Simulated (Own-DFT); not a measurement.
AlN (wurtzite, strained, atoms displaced) (calculated)

All values are calculated (Own-DFT development build). A calculation, not a measurement: plane-wave PBE density functional theory by an unreviewed code, no spin, of a simulated periodic cell, stress positive in tension, free energy of the whole cell less one offset for each atom, forces on such cells passed a denser k mesh, this cell's mesh not checked; offsets are fitted by least squares, one for each functional and potential file, so energies compare only between cells with the same atoms and settings and are not formation energies; the far tail of each file's local potential was reset to the Coulomb form; each entry is a single point on an unrelaxed cell, so the pressure reflects the starting lattice, mostly measured values (interpolated for alloys), from which strain is counted, and rises with the displacements; printed positions are rounded, which can move forces by about a meV/angstrom; the program, named Own-DFT, is a retired in-house code; no spin-orbit coupling.

```cif
# cell vector a (Å): 12.3610 0.2311 -0.0361
# cell vector b (Å): -5.9803 10.4955 0.2055
# cell vector c (Å): -0.0289 0.1732 10.1445
data_AlN
_symmetry_space_group_name_H-M 'P 1'
_symmetry_Int_Tables_number 1
_cell_length_a 12.3632
_cell_length_b 12.0815
_cell_length_c 10.1460
_cell_angle_alpha 88.095
_cell_angle_beta 90.312
_cell_angle_gamma 118.602
_cell_volume 1329.70
loop_
_atom_site_label
_atom_site_type_symbol
_atom_site_fract_x
_atom_site_fract_y
_atom_site_fract_z
_atom_site_occupancy
Al1 Al 0.07277 0.16862 0.00041 1
Al2 Al 0.17480 0.08449 0.25619 1
N1 N 0.08340 0.16933 0.20100 1
N2 N 0.17221 0.07975 0.43850 1
Al3 Al 0.07485 0.16052 0.50221 1
Al4 Al 0.15992 0.07747 0.74530 1
N3 N 0.08485 0.17038 0.68975 1
N4 N 0.16637 0.08289 0.93392 1
Al5 Al 0.07273 0.40428 0.99876 1
Al6 Al 0.17567 0.33785 0.24965 1
N5 N 0.08244 0.42032 0.18782 1
N6 N 0.16162 0.32788 0.43783 1
Al7 Al 0.07905 0.41846 0.49838 1
Al8 Al 0.16484 0.32128 0.74285 1
N7 N 0.08260 0.41313 0.69883 1
N8 N 0.17139 0.34025 0.93907 1
Al9 Al 0.08004 0.66393 0.00325 1
Al10 Al 0.16800 0.58137 0.25782 1
N9 N 0.07498 0.66787 0.18657 1
N10 N 0.16764 0.58405 0.44470 1
Al11 Al 0.08232 0.66738 0.49886 1
Al12 Al 0.16520 0.58804 0.75129 1
N11 N 0.08696 0.66702 0.67639 1
N12 N 0.16636 0.58135 0.94353 1
Al13 Al 0.08826 0.92272 0.99730 1
Al14 Al 0.16288 0.83230 0.24436 1
N13 N 0.08219 0.91883 0.19798 1
N14 N 0.17269 0.83837 0.43801 1
Al15 Al 0.08209 0.91267 0.49454 1
Al16 Al 0.16595 0.83212 0.74836 1
N15 N 0.08854 0.90964 0.68490 1
N16 N 0.16665 0.83111 0.95642 1
Al17 Al 0.32964 0.17088 0.00274 1
Al18 Al 0.41604 0.08629 0.24575 1
N17 N 0.34068 0.16325 0.18346 1
N18 N 0.41783 0.08880 0.43793 1
Al19 Al 0.32616 0.16725 0.49616 1
Al20 Al 0.41598 0.08843 0.74917 1
N19 N 0.32943 0.15921 0.69836 1
N20 N 0.41507 0.08532 0.94489 1
Al21 Al 0.33767 0.42235 0.99514 1
Al22 Al 0.41034 0.33553 0.24469 1
N21 N 0.33118 0.41394 0.19490 1
N22 N 0.41868 0.33314 0.43870 1
Al23 Al 0.33425 0.41430 0.49493 1
Al24 Al 0.41927 0.33223 0.74686 1
N23 N 0.33039 0.41539 0.68728 1
N24 N 0.41389 0.32230 0.94388 1
Al25 Al 0.33547 0.66885 0.00100 1
Al26 Al 0.41444 0.58607 0.24127 1
N25 N 0.32812 0.67323 0.19858 1
N26 N 0.41621 0.58042 0.44142 1
Al27 Al 0.33376 0.66968 0.49611 1
Al28 Al 0.41404 0.58048 0.75073 1
N27 N 0.33457 0.66887 0.68987 1
N28 N 0.40974 0.57706 0.94073 1
Al29 Al 0.33608 0.91944 0.00443 1
Al30 Al 0.41478 0.83039 0.25257 1
N29 N 0.32479 0.91265 0.18759 1
N30 N 0.41894 0.82980 0.44003 1
Al31 Al 0.32761 0.90899 0.49903 1
Al32 Al 0.41044 0.83710 0.75334 1
N31 N 0.32707 0.91223 0.68393 1
N32 N 0.40915 0.83187 0.94276 1
Al33 Al 0.58431 0.16764 0.99163 1
Al34 Al 0.66905 0.08907 0.24644 1
N33 N 0.58729 0.17006 0.20009 1
N34 N 0.66414 0.07738 0.43838 1
Al35 Al 0.58587 0.17077 0.50435 1
Al36 Al 0.66874 0.08359 0.75133 1
N35 N 0.57650 0.17086 0.68521 1
N36 N 0.66725 0.08398 0.94080 1
Al37 Al 0.57931 0.41348 0.00152 1
Al38 Al 0.66884 0.33724 0.25047 1
N37 N 0.58709 0.41802 0.18665 1
N38 N 0.66876 0.33106 0.44352 1
Al39 Al 0.58453 0.41187 0.49546 1
Al40 Al 0.66687 0.33318 0.74962 1
N39 N 0.58540 0.41792 0.68517 1
N40 N 0.66896 0.33573 0.93896 1
Al41 Al 0.59289 0.66699 0.99981 1
Al42 Al 0.66208 0.58797 0.24926 1
N41 N 0.58462 0.67032 0.19667 1
N42 N 0.67688 0.58268 0.43253 1
Al43 Al 0.58041 0.66416 0.49797 1
Al44 Al 0.66924 0.58212 0.76018 1
N43 N 0.58652 0.66771 0.68847 1
N44 N 0.66386 0.58323 0.94713 1
Al45 Al 0.58020 0.91339 0.00402 1
Al46 Al 0.66680 0.83145 0.25314 1
N45 N 0.57154 0.91020 0.19165 1
N46 N 0.66323 0.83674 0.44615 1
Al47 Al 0.58202 0.91656 0.50220 1
Al48 Al 0.66528 0.83631 0.75280 1
N47 N 0.58576 0.91944 0.69000 1
N48 N 0.66723 0.83435 0.93648 1
Al49 Al 0.83154 0.16722 0.99234 1
Al50 Al 0.92487 0.09579 0.24673 1
N49 N 0.83576 0.17338 0.19870 1
N50 N 0.91833 0.08697 0.44050 1
Al51 Al 0.83378 0.16333 0.50251 1
Al52 Al 0.92487 0.09216 0.75649 1
N51 N 0.83165 0.16614 0.69130 1
N52 N 0.92260 0.08853 0.94278 1
Al53 Al 0.83027 0.41602 0.99040 1
Al54 Al 0.91227 0.33385 0.24966 1
N53 N 0.84097 0.42449 0.18952 1
N54 N 0.91516 0.33001 0.44186 1
Al55 Al 0.83430 0.41080 0.50110 1
Al56 Al 0.92218 0.33712 0.74534 1
N55 N 0.83064 0.41364 0.68525 1
N56 N 0.91759 0.33558 0.93600 1
Al57 Al 0.83176 0.67277 0.99242 1
Al58 Al 0.91438 0.58608 0.24674 1
N57 N 0.83671 0.67069 0.19698 1
N58 N 0.91789 0.58053 0.43356 1
Al59 Al 0.83061 0.67080 0.49995 1
Al60 Al 0.92453 0.58379 0.75910 1
N59 N 0.83046 0.65664 0.68993 1
N60 N 0.91144 0.58232 0.94262 1
Al61 Al 0.84090 0.91415 0.99059 1
Al62 Al 0.91979 0.84031 0.25645 1
N61 N 0.83593 0.91770 0.19021 1
N62 N 0.91951 0.83122 0.43349 1
Al63 Al 0.83379 0.91129 0.49320 1
Al64 Al 0.92003 0.83124 0.75316 1
N63 N 0.83163 0.90840 0.68779 1
N64 N 0.91292 0.83500 0.93724 1
_calc_functional 'PBE'
_calc_potential_files 'PseudoDojo norm-conserving, scalar-relativistic, standard set'
_calc_wave_cutoff 42  # hartree
_calc_occupations 'Fermi-Dirac'
_calc_smearing_width 0.1  # eV
_calc_hardware 'one NVIDIA H100'
_calc_k_mesh '2 x 2 x 2 centred on Gamma'
_calc_free_energy_of_cell_above_offsets '-50.543'  # eV
_calc_pressure 7.41  # GPa
_calc_stress_xx -10.49  # GPa
_calc_stress_yy -12.98  # GPa
_calc_stress_zz 1.24  # GPa
_calc_stress_yz 4.57  # GPa
_calc_stress_xz -0.98  # GPa
_calc_stress_xy 6.49  # GPa
_calc_wall_time 426.8  # s
```

Force:
```tsv
element	x (eV/Å)	y (eV/Å)	z (eV/Å)
Al	4.191	1.32	1.392
Al	-0.685	-0.267	-1.192
N	1.69	0.43	-2.074
N	-2.447	0.39	0.702
Al	1.26	0.748	-0.908
Al	1.739	0.083	0.674
N	-0.306	-3.339	-1.226
N	-1.155	1.086	0.349
Al	1.022	2.97	0.654
Al	-3.081	-1.005	0.676
N	0.538	-0.949	0.39
N	0.725	1.009	0.519
Al	0.952	-1.029	0.84
Al	-0.019	4.619	1.941
N	0.281	0.828	-1.683
N	0.286	-1.869	-0.257
Al	0.375	-0.594	0.736
Al	-2.121	0.297	-1.009
N	1.698	-0.31	0.837
N	0.275	0.235	-0.681
Al	-0.669	-0.195	-1.722
Al	2.27	-1.278	0.536
N	-1.523	0.245	2.745
N	-0.418	0.178	-0.652
Al	-0.426	-1.32	1.728
Al	0.657	-0.591	0.705
N	-0.52	1.041	-1.536
N	-0.857	-1.593	-0.807
Al	0.56	-0.1	0.377
Al	2.041	-1.015	1.324
N	-3.632	1.334	-0.14
N	-0.215	0.744	-2.799
Al	0.305	-3.598	-0.209
Al	3.199	-1.935	1.91
N	-4.372	2.277	0.312
N	0.239	-0.837	0.24
Al	2.653	-0.357	1.386
Al	1.514	-2.225	0.812
N	-2.731	1.969	-2.046
N	0.85	0.296	-1.076
Al	-0.535	-3.673	1.022
Al	4.242	-1.501	1.181
N	-0.666	2.468	-2.287
N	-0.12	0.217	-0.747
Al	-1.171	-0.141	0.871
Al	-0.334	-0.349	0.21
N	0.65	-0.469	0.014
N	-0.229	4.807	-1.549
Al	-1.685	-1.216	0.458
Al	0.349	0.007	1.795
N	1.381	-2.016	-1.814
N	-0.075	0.672	-1.234
Al	0.445	-1.667	1.449
Al	0.377	0.529	-0.657
N	-0.616	0.099	0.036
N	1.742	3.505	-0.195
Al	-1.284	-0.353	0.405
Al	-1.346	1.625	0.74
N	1.258	1.088	0.761
N	-0.619	1.42	-0.28
Al	1.002	2.153	-0.423
Al	1.977	-0.905	-0.285
N	-0.19	1.379	0.877
N	1.966	0.906	-0.816
Al	-1.044	-0.231	1.908
Al	0.726	-1.83	1.453
N	-1.486	0.331	-2.471
N	0.334	1.905	0.283
Al	-0.506	-2.198	-1.495
Al	-0.978	0.061	-0.559
N	1.651	-0.641	1.628
N	0.416	-0.399	-0.378
Al	0.367	-0.518	0.411
Al	1.229	-0.128	0.56
N	-2.174	0.473	0.235
N	0.51	1.005	-1.12
Al	-0.35	1.026	0.441
Al	0.246	0.286	-0.389
N	-0.812	0.072	0.792
N	-0.475	-0.095	-0.723
Al	-3.732	1.061	1.046
Al	3.645	-1.267	0.408
N	-1.906	-0.294	-2.135
N	-2.6	-0.094	0.745
Al	0.721	-0.212	0.555
Al	-0.52	-0.08	-1.883
N	-0.661	-0.473	0.742
N	2.088	-0.94	-1.408
Al	-0.447	-0.105	-0.023
Al	-0.36	1.784	0.371
N	2.049	1.429	-0.734
N	2.209	-1.108	-1.467
Al	-0.846	-0.067	0.426
Al	1.148	-1.007	-1.106
N	-1.663	0.124	0.439
N	0.59	0.261	0.91
Al	-0.337	0.154	1.566
Al	-0.657	-2.243	1.34
N	-0.46	-1.187	-2.509
N	0.475	-1.594	-0.423
Al	-1.4	-0.41	-0.222
Al	-0.869	-1.964	-1.266
N	0.522	0.263	0.299
N	-1.825	-1.349	-0.99
Al	0.409	-0.087	2.245
Al	1.43	1.316	0.866
N	-1.942	-1.348	-1.278
N	0.661	0.083	-0.439
Al	-1.289	1.493	-0.406
Al	-0.972	-0.813	0.362
N	0.466	0.59	1.315
N	-0.678	-0.908	-0.506
Al	0.823	-1.616	2.698
Al	1.129	-0.324	1.044
N	-2.655	0.898	-2.174
N	-0.176	0.594	1.218
Al	2.02	-2.165	0.165
Al	-0.756	-0.644	-2.121
N	0.105	1.61	0.75
N	0.771	1.149	-0.863
Al	-4.188	1.73	2.658
Al	0.697	-1.403	-1.847
N	-1.456	1.028	-0.693
N	-0.282	1.076	1.803
Al	-1.261	0.918	1.093
Al	-0.125	-0.715	-1.5
N	0.016	1.781	0.317
N	3.775	-0.32	-1.265
```
